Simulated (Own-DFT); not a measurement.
# Computed records: AlN (wurtzite, atoms displaced)

Computed with Own-DFT development build. A calculation, not a measurement: plane-wave PBE density functional theory by an unreviewed code, no spin, of a simulated periodic cell, stress positive in tension, free energy of the whole cell less one offset for each atom, forces on such cells passed a denser k mesh, this cell's mesh not checked; offsets are fitted by least squares, one for each functional and potential file, so energies compare only between cells with the same atoms and settings and are not formation energies; the far tail of each file's local potential was reset to the Coulomb form; each entry is a single point on an unrelaxed cell, so the pressure reflects the starting lattice, mostly measured values (interpolated for alloys), from which strain is counted, and rises with the displacements; printed positions are rounded, which can move forces by about a meV/angstrom; the program, named Own-DFT, is a retired in-house code; no spin-orbit coupling.

Settings shared by all entries: functional PBE; potential files PseudoDojo norm-conserving, scalar-relativistic, standard set; wave cutoff 42 hartree; occupations Fermi-Dirac; smearing width 0.1 eV; k mesh 2 x 2 x 2 centred on Gamma.

(1) AlN (wurtzite, atoms displaced)

```
cell vectors (Å)
  12.4480     0.0000     0.0000
  -6.2240    10.7803     0.0000
   0.0000     0.0000     9.9640
atoms (fractions of the cell vectors)
Al  0.08211  0.16679  0.00034
Al  0.16810  0.08806  0.25148
N   0.08555  0.16648  0.19031
N   0.16491  0.08185  0.44275
Al  0.07895  0.16588  0.49757
Al  0.16367  0.08265  0.75052
N   0.08489  0.17036  0.69118
N   0.16283  0.08204  0.93964
Al  0.08784  0.42116  0.00044
Al  0.16772  0.33604  0.24754
N   0.08468  0.41704  0.19097
N   0.16564  0.33153  0.43962
Al  0.08303  0.41559  0.49791
Al  0.16313  0.33137  0.74906
N   0.08465  0.41516  0.69048
N   0.16494  0.33215  0.93991
Al  0.08517  0.66637  0.99938
Al  0.16535  0.58253  0.24952
N   0.08336  0.66650  0.18803
N   0.16687  0.58318  0.44151
Al  0.08208  0.66557  0.49707
Al  0.16714  0.58465  0.75249
N   0.08167  0.66692  0.69097
N   0.16638  0.58696  0.94273
Al  0.08261  0.91951  0.00062
Al  0.16744  0.83496  0.24780
N   0.08499  0.91788  0.19023
N   0.16708  0.83229  0.44035
Al  0.08449  0.91633  0.50246
Al  0.16422  0.83246  0.74646
N   0.08245  0.91536  0.69339
N   0.16870  0.83256  0.93764
Al  0.33472  0.16538  0.00162
Al  0.41774  0.08615  0.25104
N   0.33127  0.16443  0.19175
N   0.41649  0.08213  0.44004
Al  0.33202  0.16457  0.49847
Al  0.41485  0.08248  0.75319
N   0.33209  0.16479  0.69070
N   0.41511  0.08279  0.94224
Al  0.33009  0.41600  0.00138
Al  0.41651  0.33473  0.24965
N   0.33304  0.41705  0.19258
N   0.41896  0.33322  0.43989
Al  0.32946  0.41313  0.49979
Al  0.41703  0.33181  0.75183
N   0.33257  0.41759  0.69632
N   0.41570  0.33386  0.94221
Al  0.33255  0.66634  0.99537
Al  0.41810  0.58519  0.24961
N   0.33250  0.66694  0.18716
N   0.41702  0.58424  0.44130
Al  0.33181  0.66361  0.49997
Al  0.41800  0.58489  0.74835
N   0.33314  0.66551  0.69050
N   0.41355  0.57860  0.94187
Al  0.33192  0.91687  0.99858
Al  0.41600  0.83146  0.25169
N   0.33334  0.92010  0.19059
N   0.41812  0.83406  0.44045
Al  0.33316  0.91749  0.49807
Al  0.41345  0.83488  0.75466
N   0.33325  0.91670  0.69016
N   0.41938  0.83498  0.93821
Al  0.58231  0.16687  0.99943
Al  0.66573  0.08262  0.24932
N   0.58512  0.16922  0.19338
N   0.66694  0.08144  0.43795
Al  0.58526  0.16474  0.49711
Al  0.66692  0.08396  0.74673
N   0.58310  0.16593  0.69149
N   0.66442  0.08374  0.94111
Al  0.58549  0.41791  0.99826
Al  0.66771  0.33378  0.25172
N   0.58199  0.41518  0.18987
N   0.66711  0.33591  0.44317
Al  0.58720  0.41908  0.50348
Al  0.66758  0.33363  0.74956
N   0.58451  0.41702  0.69205
N   0.66801  0.33259  0.94047
Al  0.58449  0.66874  0.00258
Al  0.66777  0.58286  0.24908
N   0.58723  0.67031  0.19296
N   0.66670  0.58254  0.43942
Al  0.58635  0.66893  0.50074
Al  0.66936  0.58661  0.74901
N   0.57991  0.66362  0.68886
N   0.66743  0.58396  0.93876
Al  0.58091  0.91491  0.00043
Al  0.66753  0.83264  0.25290
N   0.58381  0.91799  0.18922
N   0.66813  0.83339  0.43791
Al  0.58430  0.91779  0.49935
Al  0.66556  0.83264  0.75159
N   0.58220  0.91610  0.69175
N   0.66451  0.83330  0.94125
Al  0.83314  0.16662  0.99734
Al  0.91885  0.08424  0.24999
N   0.83697  0.16893  0.18852
N   0.91943  0.08439  0.44148
Al  0.83278  0.16759  0.49800
Al  0.91608  0.08140  0.74903
N   0.83372  0.16538  0.68795
N   0.91554  0.08088  0.94046
Al  0.83174  0.41697  0.00207
Al  0.91936  0.33609  0.24961
N   0.83419  0.41746  0.19324
N   0.91492  0.33142  0.44070
Al  0.83338  0.41551  0.50011
Al  0.91481  0.33408  0.75017
N   0.83351  0.41572  0.69093
N   0.91270  0.33063  0.94105
Al  0.83293  0.66592  0.99889
Al  0.91614  0.58272  0.25164
N   0.83669  0.66908  0.19276
N   0.90997  0.58356  0.44170
Al  0.83302  0.66460  0.50179
Al  0.91390  0.58364  0.74937
N   0.83573  0.66677  0.68892
N   0.91805  0.58577  0.94157
Al  0.82992  0.91368  0.99976
Al  0.91643  0.83205  0.25327
N   0.83447  0.91811  0.19227
N   0.91503  0.83114  0.44379
Al  0.83656  0.91659  0.50164
Al  0.91663  0.83647  0.74986
N   0.83301  0.91526  0.68730
N   0.91986  0.83382  0.94012
```

| Item | Value |
| --- | --- |
| free energy of cell above offsets | -62.499 eV |
| pressure | 3.71 GPa |
| stress xx | -3.69 GPa |
| stress yy | -3.61 GPa |
| stress zz | -3.83 GPa |
| stress yz | 0.09 GPa |
| stress xz | -0.17 GPa |
| stress xy | 0.44 GPa |

Force:
```tsv
element	x (eV/Å)	y (eV/Å)	z (eV/Å)
Al	0.04	-0.198	-0.144
Al	0.329	-1.229	0.046
N	-0.648	0.636	0.05
N	-0.116	0.228	-0.126
Al	1.308	0.341	0.707
Al	0.437	0.317	-0.167
N	-0.252	-1.257	-0.43
N	0.65	0.623	0.212
Al	-0.805	-1.007	-0.364
Al	0.243	-0.697	0.386
N	-0.233	0.289	-0.128
N	-0.307	0.169	-0.263
Al	-0.005	0.015	0.509
Al	0.761	0.687	0.367
N	-1.021	0.556	-0.023
N	-0.243	0.24	0.393
Al	-1.086	0.734	0.017
Al	0.262	0.526	-0.035
N	-0.047	-0.072	0.755
N	-0.355	-0.31	-0.412
Al	-0.284	0.018	0.508
Al	-0.147	-0.336	-0.717
N	0.208	-0.45	-0.365
N	0.739	-0.779	-0.521
Al	0.86	-0.626	-0.017
Al	-0.024	-0.109	0.077
N	-0.501	0.144	0.354
N	-0.277	0.032	-0.054
Al	-0.278	-0.229	-0.309
Al	0.531	0.062	0.558
N	-0.325	0.437	-0.522
N	-0.69	0.2	0.295
Al	-1.073	0.298	-0.183
Al	0.109	-0.385	-0.152
N	0.191	0.829	-0.034
N	0.114	0.331	0.114
Al	0.164	0.464	0.313
Al	0.207	0.093	-0.667
N	-0.107	0.102	0.088
N	0.356	0.118	-0.08
Al	0.575	-0.381	-0.275
Al	0.253	-0.391	0.08
N	0.018	0.293	-0.247
N	-0.381	-0.022	0.338
Al	0.841	0.576	0.475
Al	-0.497	0.237	-0.213
N	0.217	-0.482	-0.931
N	0.381	-0.264	0.199
Al	0.435	0.301	0.483
Al	-0.083	-0.023	0.092
N	0.131	-0.145	0.272
N	0.193	-0.382	-0.126
Al	0.154	0.813	0.166
Al	-0.4	-0.74	0.437
N	-0.372	0.482	0.389
N	0.219	1.236	-0.091
Al	0.307	-0.191	0.395
Al	-0.281	0.592	-0.483
N	0.646	-0.484	-0.065
N	-0.225	-0.378	0.151
Al	0.414	-0.332	0.245
Al	0.809	-0.322	-1.407
N	-0.416	0.082	-0.054
N	-0.773	-0.452	0.82
Al	0.248	-0.045	0.298
Al	0.536	0.34	-0.559
N	-0.133	-0.273	-0.341
N	0.035	0.374	0.266
Al	-0.798	0.429	0.471
Al	0.034	-0.243	0.644
N	-0.201	0.106	-0.351
N	0.405	-0.271	-0.223
Al	-0.447	-0.385	0.073
Al	-0.293	0.215	0.085
N	0.34	0.422	-0.119
N	0.541	-0.749	-0.237
Al	-0.819	-0.387	-0.383
Al	-0.069	-0.289	-0.022
N	-0.032	0.217	0.282
N	-0.516	0.229	0.024
Al	-0.27	-0.732	-0.278
Al	0.065	0.029	0.156
N	-0.232	-0.796	-0.367
N	-0.046	0.311	0.323
Al	-0.369	-0.523	-0.509
Al	-0.197	-0.573	-0.102
N	0.832	0.957	0.393
N	-0.165	0.297	0.342
Al	0.21	0.854	-0.034
Al	-0.142	0.843	-0.609
N	0.068	-0.561	0.369
N	0.003	0.354	1.035
Al	0.111	-0.649	0.258
Al	-0.239	-0.035	-0.517
N	0.068	-0.034	-0.196
N	0.345	-0.223	-0.16
Al	-0.14	-0.378	0.307
Al	-0.243	-0.005	-0.177
N	-0.363	-0.205	0.454
N	-1.064	-0.52	-0.299
Al	0.447	-0.556	0.107
Al	-0.031	0.458	0.059
N	-0.208	0.22	0.241
N	-0.2	0.008	-0.181
Al	0.538	0.132	-0.216
Al	-0.229	-0.717	-0.197
N	-0.041	0.004	-0.166
N	0.212	0.631	-0.211
Al	-0.284	0.27	0.05
Al	0.806	-0.35	0.057
N	-0.267	0.372	-0.173
N	0.634	1.089	0.015
Al	0.297	0.513	0.384
Al	0.019	0.409	-0.259
N	-0.466	-0.636	-0.524
N	2.05	-0.58	-0.253
Al	-0.94	0.589	-0.246
Al	0.892	-0.183	0.323
N	-0.899	0.427	0.49
N	-0.02	-0.68	-0.158
Al	0.64	0.432	0.37
Al	0.168	0.677	-0.288
N	0.077	-0.371	-0.167
N	0.555	0.239	-0.105
Al	-0.684	0.03	-0.834
Al	0.585	-0.784	0.094
N	-0.396	0.096	0.852
N	-1.167	-0.267	-0.05
```

(2) AlN (wurtzite, atoms displaced)

```
cell vectors (Å)
  12.4480     0.0000     0.0000
  -6.2240    10.7803     0.0000
   0.0000     0.0000     9.9640
atoms (fractions of the cell vectors)
Al  0.08179  0.16595  0.00155
Al  0.16396  0.08187  0.24956
N   0.08158  0.16467  0.18881
N   0.16488  0.08137  0.43776
Al  0.08739  0.16959  0.49904
Al  0.16776  0.08438  0.75124
N   0.08425  0.16873  0.69320
N   0.16487  0.08428  0.94172
Al  0.08516  0.41794  0.99948
Al  0.16582  0.33172  0.24827
N   0.08240  0.41594  0.19133
N   0.16642  0.33460  0.44166
Al  0.08556  0.41611  0.49880
Al  0.16598  0.33353  0.75003
N   0.08154  0.41741  0.69262
N   0.16565  0.33348  0.94353
Al  0.08353  0.66717  0.00003
Al  0.16462  0.58266  0.25164
N   0.08329  0.66799  0.19081
N   0.16647  0.58329  0.44191
Al  0.08355  0.66714  0.49841
Al  0.17002  0.58587  0.75207
N   0.08104  0.66629  0.69369
N   0.16833  0.58395  0.94016
Al  0.08278  0.91471  0.00001
Al  0.16499  0.83086  0.25231
N   0.08471  0.91723  0.19307
N   0.17059  0.83612  0.44136
Al  0.08086  0.91792  0.49965
Al  0.16569  0.83491  0.74797
N   0.08197  0.91723  0.68927
N   0.16576  0.83514  0.93899
Al  0.33175  0.16692  0.99927
Al  0.41692  0.08302  0.24818
N   0.33271  0.16684  0.19035
N   0.41756  0.08363  0.44140
Al  0.33184  0.16605  0.49961
Al  0.41663  0.08477  0.75113
N   0.33547  0.16836  0.69287
N   0.41617  0.08495  0.93840
Al  0.33333  0.41737  0.00019
Al  0.41633  0.33353  0.25329
N   0.33068  0.41562  0.19043
N   0.41862  0.33673  0.44019
Al  0.33304  0.41443  0.49953
Al  0.41585  0.33240  0.75374
N   0.33416  0.41767  0.68996
N   0.41702  0.33268  0.94204
Al  0.33084  0.66527  0.99993
Al  0.41580  0.58457  0.24773
N   0.33071  0.66424  0.19176
N   0.41799  0.58463  0.44266
Al  0.33504  0.66893  0.50016
Al  0.41565  0.58398  0.75244
N   0.33381  0.66331  0.69091
N   0.41692  0.58388  0.94013
Al  0.33373  0.91789  0.00443
Al  0.41574  0.83303  0.25036
N   0.33443  0.91826  0.19325
N   0.41551  0.83062  0.44109
Al  0.33431  0.91631  0.49909
Al  0.41672  0.83077  0.75089
N   0.33455  0.91934  0.69175
N   0.41685  0.83224  0.93803
Al  0.58494  0.17027  0.00069
Al  0.66812  0.08418  0.25072
N   0.58396  0.16503  0.18967
N   0.66697  0.08238  0.44060
Al  0.58213  0.16499  0.49659
Al  0.66574  0.08499  0.75082
N   0.58394  0.16893  0.69014
N   0.66794  0.08388  0.94455
Al  0.58193  0.41317  0.99697
Al  0.67116  0.33746  0.24773
N   0.58195  0.41705  0.18732
N   0.66596  0.33186  0.44275
Al  0.58575  0.41879  0.50315
Al  0.66681  0.33332  0.75198
N   0.58453  0.41681  0.69093
N   0.66108  0.33090  0.94139
Al  0.58181  0.66609  0.00031
Al  0.66673  0.58522  0.24892
N   0.58130  0.66533  0.19109
N   0.66332  0.58035  0.43840
Al  0.58604  0.66682  0.50216
Al  0.66840  0.58545  0.74954
N   0.58180  0.66707  0.69344
N   0.66537  0.57879  0.94247
Al  0.58573  0.91545  0.00239
Al  0.66659  0.83360  0.25186
N   0.58420  0.91549  0.19103
N   0.66770  0.83534  0.44232
Al  0.58424  0.91777  0.50203
Al  0.66772  0.83458  0.74880
N   0.58457  0.91825  0.69043
N   0.66537  0.83345  0.93954
Al  0.83350  0.16573  0.00108
Al  0.91854  0.08214  0.24981
N   0.83478  0.16801  0.19250
N   0.91625  0.08277  0.43934
Al  0.83320  0.16728  0.49933
Al  0.91651  0.08560  0.75036
N   0.82966  0.16622  0.68987
N   0.91921  0.08775  0.94010
Al  0.83483  0.41867  0.00009
Al  0.92060  0.33353  0.25183
N   0.83112  0.41488  0.18684
N   0.91725  0.33766  0.43819
Al  0.83694  0.41734  0.50129
Al  0.91639  0.33157  0.74821
N   0.83344  0.41603  0.69485
N   0.91758  0.33385  0.94274
Al  0.83333  0.66727  0.00095
Al  0.91493  0.58405  0.25213
N   0.83285  0.66910  0.18953
N   0.91459  0.58053  0.44005
Al  0.83121  0.66428  0.50140
Al  0.91864  0.58277  0.74890
N   0.83388  0.66870  0.68760
N   0.91673  0.58339  0.94406
Al  0.83127  0.91502  0.00062
Al  0.91530  0.83349  0.24757
N   0.83386  0.91468  0.18871
N   0.91614  0.83123  0.44041
Al  0.83369  0.91549  0.49819
Al  0.91811  0.83565  0.75264
N   0.83267  0.91517  0.69044
N   0.91882  0.83487  0.94605
```

| Property | Result |
| --- | --- |
| free energy of cell above offsets | -62.613 eV |
| pressure | 3.71 GPa |
| stress xx | -3.75 GPa |
| stress yy | -3.41 GPa |
| stress zz | -3.97 GPa |
| stress yz | 0.06 GPa |
| stress xz | 0.22 GPa |
| stress xy | 0.01 GPa |

Force:
```tsv
element	x (eV/Å)	y (eV/Å)	z (eV/Å)
Al	0.208	0.356	-0.446
Al	0.661	0.265	-0.38
N	0.182	0.283	0.536
N	0.021	0.637	0.57
Al	-0.702	-0.652	0.341
Al	-0.142	0.012	0.014
N	0.033	-0.353	-0.636
N	0.282	-0.393	-0.067
Al	-0.469	-0.283	0.108
Al	-0.104	0.188	0.057
N	0.418	0.362	-0.065
N	0.489	-0.399	-0.504
Al	-0.812	0.467	0.543
Al	0.125	0.421	0.305
N	0.562	0.049	-0.418
N	0.38	0.019	-0.388
Al	-0.001	0.151	-0.17
Al	0.189	-0.053	-0.083
N	-0.048	-0.469	0.154
N	0.054	0.113	-0.003
Al	-0.058	0.063	0.447
Al	-0.622	-0.472	-0.514
N	0.854	0.384	-0.653
N	-0.517	0.001	0.278
Al	0.108	0.827	0.476
Al	0.098	0.798	-0.142
N	-0.219	-0.454	-0.321
N	-0.868	-0.586	0.192
Al	0.641	-0.476	-0.135
Al	0.433	0.012	0.093
N	0.112	0.331	0.202
N	0.577	-0.342	0.309
Al	0.166	-0.106	0.241
Al	-0.104	0.612	0.354
N	-0.104	-0.103	0.24
N	-0.428	-0.197	-0.344
Al	0.484	0.292	0.005
Al	0.495	-0.085	-0.297
N	-0.633	-0.279	-0.513
N	0.195	-0.243	0.856
Al	0.127	-0.263	0.004
Al	0.184	0.115	-0.85
N	0.342	0.197	0.16
N	0.092	-0.875	0.461
Al	-0.067	1.056	0.142
Al	0.13	0.583	-0.561
N	-0.122	-0.339	0.4
N	-0.64	0.089	-0.141
Al	0.562	0.478	0.18
Al	0.174	-0.543	0.808
N	-0.23	0.55	-0.277
N	-0.022	-0.191	-0.373
Al	0.184	-0.947	0.019
Al	0.62	-0.484	-0.475
N	-0.621	0.81	-0.075
N	-0.248	-0.141	0.441
Al	0.127	0.014	-1.036
Al	0.352	-0.141	-0.052
N	-0.142	-0.649	-0.16
N	0.148	0.865	-0.05
Al	0.119	0.374	0.438
Al	-0.296	0.613	-0.374
N	0.128	-0.711	-0.248
N	-0.123	0.154	1.003
Al	-0.022	-1.136	-0.013
Al	-0.008	-0.153	-0.267
N	-0.23	0.492	0.378
N	-0.119	0.116	-0.033
Al	0.177	0.451	0.591
Al	-0.227	-0.241	0.269
N	0.006	-0.406	-0.016
N	-0.25	-0.157	-0.477
Al	-0.441	0.518	0.712
Al	-1.054	-0.913	0.486
N	0.311	0.029	0.542
N	0.353	0.579	-0.449
Al	-0.061	-0.823	-0.409
Al	-0.115	-0.021	-0.342
N	-0.315	0.253	0.419
N	1.401	0.648	-0.285
Al	0.492	-0.15	-0.156
Al	-0.079	-0.707	-0.275
N	0.069	0.579	-0.137
N	0.579	0.774	0.359
Al	-0.819	-0.031	-0.17
Al	-0.192	-0.429	0.35
N	0.461	0.073	-0.187
N	-0.196	1.071	-0.39
Al	-0.948	0.355	-0.395
Al	0.111	-0.259	-0.088
N	-0.305	0.097	0.277
N	0.157	-0.449	-0.105
Al	-0.13	-0.21	-0.265
Al	-0.249	-0.112	0.047
N	-0.176	-0.194	0.25
N	0.649	-0.264	0.111
Al	-0.177	0.632	0.172
Al	-0.779	-0.002	-0.075
N	0.336	-0.415	0.035
N	0.404	0.296	0.375
Al	0.029	0.068	-0.216
Al	0.048	-0.37	-0.244
N	0.714	0.077	-0.112
N	-0.249	-1.169	0.103
Al	-0.248	-0.708	-0.387
Al	-1.151	-0.026	-0.724
N	0.94	0.785	0.754
N	0.95	-0.848	0.664
Al	-1.176	-0.412	0.29
Al	-0.226	0.275	0.789
N	0.043	0.136	-0.514
N	-0.097	-0.061	-0.385
Al	-0.081	-0.386	-0.179
Al	0.08	-0.335	-0.781
N	0.252	-0.429	0.404
N	0.107	0.699	0.291
Al	-0.005	0.186	-0.622
Al	-0.862	-0.017	0.584
N	0.319	-0.172	0.911
N	-0.054	0.332	-0.643
Al	0.137	0.625	-0.418
Al	0.684	-0.018	0.393
N	-0.675	0.408	0.37
N	-0.231	-0.014	-0.278
Al	0	0.25	0.343
Al	-0.144	-0.343	-0.14
N	0.149	0.625	0.138
N	-0.583	-0.363	-0.85
```
